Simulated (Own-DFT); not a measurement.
SiC (4H silicon carbide, strained, atoms displaced) (calculated)

All values are calculated (Own-DFT development build). A calculation, not a measurement: plane-wave PBE density functional theory by an unreviewed code, no spin, of a simulated periodic cell, stress positive in tension, free energy of the whole cell less one offset for each atom, forces on such cells passed a denser k mesh, this cell's mesh not checked; offsets are fitted by least squares, one for each functional and potential file, so energies compare only between cells with the same atoms and settings and are not formation energies; the far tail of each file's local potential was reset to the Coulomb form; each entry is a single point on an unrelaxed cell, so the pressure reflects the starting lattice, mostly measured values (interpolated for alloys), from which strain is counted, and rises with the displacements; printed positions are rounded, which can move forces by about a meV/angstrom; the program, named Own-DFT, is a retired in-house code; no spin-orbit coupling; before rounding, a Quantum ESPRESSO 7.3.1 run of the same cell and cutoff gave forces within 1 meV/angstrom rms on each cell, which checks the program and not the settings.

Settings shared by all entries: functional PBE; potential files PseudoDojo norm-conserving, scalar-relativistic, standard set; wave cutoff 42 hartree; occupations Fermi-Dirac; smearing width 0.1 eV; k mesh 5 x 5 x 3 centred on Gamma.

(1) 
```cif
# cell vector a (Å): 6.2203 0.0091 -0.1038
# cell vector b (Å): -3.1023 5.3195 0.0690
# cell vector c (Å): -0.1696 0.0323 10.1428
data_SiC
_symmetry_space_group_name_H-M 'P 1'
_symmetry_Int_Tables_number 1
_cell_length_a 6.2212
_cell_length_b 6.1584
_cell_length_c 10.1443
_cell_angle_alpha 88.718
_cell_angle_beta 91.914
_cell_angle_gamma 120.172
_cell_volume 335.80
loop_
_atom_site_label
_atom_site_type_symbol
_atom_site_fract_x
_atom_site_fract_y
_atom_site_fract_z
_atom_site_occupancy
Si1 Si 0.02525 0.02096 0.41049 1
Si2 Si 0.16795 0.34196 0.15511 1
C1 C 0.99966 0.99091 0.09413 1
C2 C 0.16401 0.33119 0.34446 1
Si3 Si 0.99748 0.48453 0.40373 1
Si4 Si 0.14584 0.82281 0.15895 1
C3 C 0.00203 0.50355 0.09752 1
C4 C 0.15333 0.83184 0.35090 1
Si5 Si 0.51337 0.00665 0.41090 1
Si6 Si 0.66357 0.33570 0.14910 1
C5 C 0.49898 0.00251 0.09571 1
C6 C 0.67411 0.33906 0.34835 1
Si7 Si 0.51356 0.49128 0.40149 1
Si8 Si 0.65822 0.83592 0.14929 1
C7 C 0.50977 0.50146 0.09164 1
C8 C 0.66496 0.82072 0.33793 1
Si9 Si 0.00116 0.99895 0.91561 1
Si10 Si 0.83124 0.66091 0.65675 1
C9 C 0.00202 0.98352 0.59837 1
C10 C 0.83777 0.66075 0.82757 1
Si11 Si 0.01242 0.51470 0.89871 1
Si12 Si 0.82316 0.16058 0.65626 1
C11 C 0.00531 0.49583 0.59678 1
C12 C 0.82239 0.16381 0.84549 1
Si13 Si 0.50269 0.99741 0.90964 1
Si14 Si 0.31713 0.66634 0.65443 1
C13 C 0.48903 0.99708 0.59046 1
C14 C 0.34133 0.68349 0.83478 1
Si15 Si 0.50271 0.50342 0.90592 1
Si16 Si 0.33726 0.16479 0.65762 1
C15 C 0.48562 0.49345 0.58404 1
C16 C 0.32713 0.17062 0.83996 1
_calc_free_energy_of_cell_above_offsets '-2.466'  # eV
_calc_pressure 2.41  # GPa
_calc_stress_xx 0.28  # GPa
_calc_stress_yy -4.83  # GPa
_calc_stress_zz -2.68  # GPa
_calc_stress_yz 1.52  # GPa
_calc_stress_xz -5.37  # GPa
_calc_stress_xy 1.77  # GPa
```

Force:
```tsv
element	x (eV/Å)	y (eV/Å)	z (eV/Å)
Si	-1.841	-3.621	0.306
Si	0.946	-1.344	0.387
C	-1.749	1.448	0.191
C	1.192	1.214	-1.34
Si	-0.062	2.506	1.41
Si	2.198	1.213	1.694
C	-0.438	-0.504	-1.879
C	2.273	-0.048	-1.175
Si	-0.73	-2.031	-1.951
Si	1.5	-0.633	1.863
C	-1.252	-0.48	-0.662
C	0.576	-1.772	-2.042
Si	-2.501	1.655	0.882
Si	1.583	-0.143	2.008
C	-2.222	0.491	-0.551
C	-0.146	1.826	0.763
Si	-0.233	0.069	-3.458
Si	-0.625	-0.849	-3.37
C	-1.344	2.061	-0.899
C	-1.26	0.789	5.283
Si	-0.259	-1.529	0.586
Si	1.378	-0.542	0.396
C	-2.237	-1.336	-1.206
C	1.412	0.526	0.457
Si	-1.315	1.489	-0.736
Si	2.928	0.153	-1.043
C	1.113	0.337	0.914
C	0.393	-1.457	2.067
Si	0.371	-0.235	-1.768
Si	-1.265	0.435	-0.608
C	0.916	0.527	1.66
C	0.699	-0.214	1.821
```

(2) 
```cif
# cell vector a (Å): 6.0940 -0.0274 0.0616
# cell vector b (Å): -3.0707 5.3592 0.0456
# cell vector c (Å): 0.1007 0.1441 10.1269
data_SiC
_symmetry_space_group_name_H-M 'P 1'
_symmetry_Int_Tables_number 1
_cell_length_a 6.0944
_cell_length_b 6.1768
_cell_length_c 10.1284
_cell_angle_alpha 89.153
_cell_angle_beta 88.855
_cell_angle_gamma 120.062
_cell_volume 329.78
loop_
_atom_site_label
_atom_site_type_symbol
_atom_site_fract_x
_atom_site_fract_y
_atom_site_fract_z
_atom_site_occupancy
Si1 Si 0.00002 0.00137 0.40907 1
Si2 Si 0.16928 0.33672 0.15265 1
C1 C 0.00599 0.99666 0.08784 1
C2 C 0.16749 0.33900 0.34429 1
Si3 Si 0.00326 0.49197 0.40675 1
Si4 Si 0.17292 0.83730 0.15396 1
C3 C 0.00880 0.49019 0.09020 1
C4 C 0.16432 0.84333 0.34586 1
Si5 Si 0.50781 0.01447 0.40978 1
Si6 Si 0.67467 0.33040 0.16030 1
C5 C 0.49486 0.00274 0.09839 1
C6 C 0.64844 0.33498 0.34298 1
Si7 Si 0.50481 0.49372 0.40942 1
Si8 Si 0.65141 0.81620 0.16291 1
C7 C 0.50248 0.49612 0.09142 1
C8 C 0.67318 0.83583 0.34064 1
Si9 Si 0.01139 0.00736 0.91082 1
Si10 Si 0.83700 0.65233 0.66188 1
C9 C 0.02279 0.02926 0.59074 1
C10 C 0.84956 0.66677 0.84254 1
Si11 Si 0.99605 0.49495 0.90999 1
Si12 Si 0.83800 0.19022 0.65671 1
C11 C 0.01271 0.52044 0.59329 1
C12 C 0.82456 0.16048 0.84498 1
Si13 Si 0.50858 0.00888 0.91155 1
Si14 Si 0.34010 0.68371 0.64656 1
C13 C 0.49721 0.99653 0.59350 1
C14 C 0.31089 0.66198 0.84289 1
Si15 Si 0.49415 0.50695 0.91062 1
Si16 Si 0.32488 0.15632 0.66038 1
C15 C 0.48388 0.48040 0.58714 1
C16 C 0.34845 0.17965 0.84839 1
_calc_free_energy_of_cell_above_offsets '-2.230'  # eV
_calc_pressure 6.72  # GPa
_calc_stress_xx -11.32  # GPa
_calc_stress_yy -3.61  # GPa
_calc_stress_zz -5.23  # GPa
_calc_stress_yz 4.85  # GPa
_calc_stress_xz 3.94  # GPa
_calc_stress_xy -1.27  # GPa
```

Force:
```tsv
element	x (eV/Å)	y (eV/Å)	z (eV/Å)
Si	-0.055	0.532	-0.514
Si	0.964	-1.808	1.174
C	-1.336	0.027	2.096
C	0.717	-0.658	-0.859
Si	-1.761	2.079	-0.368
Si	-1.451	-1.09	1.188
C	-1.763	1.426	1.092
C	1.443	-1.341	-0.393
Si	-0.513	-2.068	-1.211
Si	-0.882	0.134	-0.919
C	2.332	0.037	-0.548
C	3.86	-0.33	-0.13
Si	-2.652	1.722	-0.594
Si	1.026	1.675	-1.939
C	0.365	0.325	1.053
C	-0.839	-0.079	2.141
Si	-0.443	-0.944	-2.02
Si	-2.808	2.479	-1.161
C	-2.712	-2.918	0.798
C	-2.28	0.628	1.178
Si	-0.619	-0.83	-0.722
Si	1.349	-1.934	0.259
C	0.103	-1.731	-1.13
C	1.822	1.031	-0.234
Si	-1.572	-1.702	-0.253
Si	1.435	-3.122	2.479
C	0.697	2.962	-0.334
C	3.1	1.711	-0.409
Si	0.952	0.456	-1.882
Si	0.881	1.505	0.421
C	1.204	2.188	2.273
C	-0.564	-0.36	-0.534
```
